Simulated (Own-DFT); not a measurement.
# Energy and forces against displacement in 6H (3C twinned every three layers) SiC, 48 atoms (C24Si24)

All numbers below are calculated, not measured. They come from Own-DFT, an in-house plane-wave density functional program, since retired, whose code no person has reviewed. Each row is one single-point run on a periodic cell that was not relaxed, without spin or spin-orbit coupling.

Settings of every run: PBE; PseudoDojo norm-conserving scalar-relativistic files; cutoff 42 hartree; 5 x 5 x 2 k mesh centred on Gamma; Fermi-Dirac smearing of 0.1 eV.

Known limits, some of them of some rows only: some atoms lie very close together; forces on such cells passed a denser k mesh, each cell not checked; stress not checked against mesh or cutoff.

Cell vectors in Å: (4.360, -4.360, 0.000); (0.000, 4.360, -4.360); (8.719, 8.719, 8.719). In each run every atom was moved at random and independently from its ideal site; u is the rms move along one axis. E is the free energy for each atom above the fitted value at u = 0, and F the rms of the force components.

```
run,u (Å),E (meV/atom),F (eV/Å),largest force (eV/Å),P (GPa)
1,0.0283,34.0,0.850,3.29,3.70
2,0.0322,38.8,0.903,2.83,3.78
3,0.0574,116.2,1.552,5.66,5.67
4,0.0584,119.3,1.627,6.09,5.48
5,0.0933,?,?,?,?
6,0.1054,409.2,3.350,11.09,12.95
7,0.1081,523.9,4.189,15.12,16.75
```

## Worked fit

For small independent moves the energy grows as E = (3/2) K u², with K the mean stiffness felt by one atom. The runs with u up to 0.11 Å give K = 25.7 ± 1.8 eV/Å², with residuals divided by u² + 0.0006 Å², since the noise grows with the moves. The scatter is 12.1 meV/atom at u = 0.05 Å. The forces follow F = G u with G = 30.8 eV/Å²; no force at u = 0 is resolved. G exceeds K because the moves of its neighbours add to the force on an atom, and stiffness differs between atoms. The pressure follows P = 2.36 + 1091 u² GPa: at fixed volume, shortened bonds push harder than stretched ones pull.

## Withheld run

Question: what energy and rms force should run 5 give?

The fit gives 336 ± 43 meV/atom and about 2.87 eV/Å. The calculation gave 355.6 meV/atom and 3.703 eV/Å. This run lies off the fit, by chance or by something that the fit leaves out.
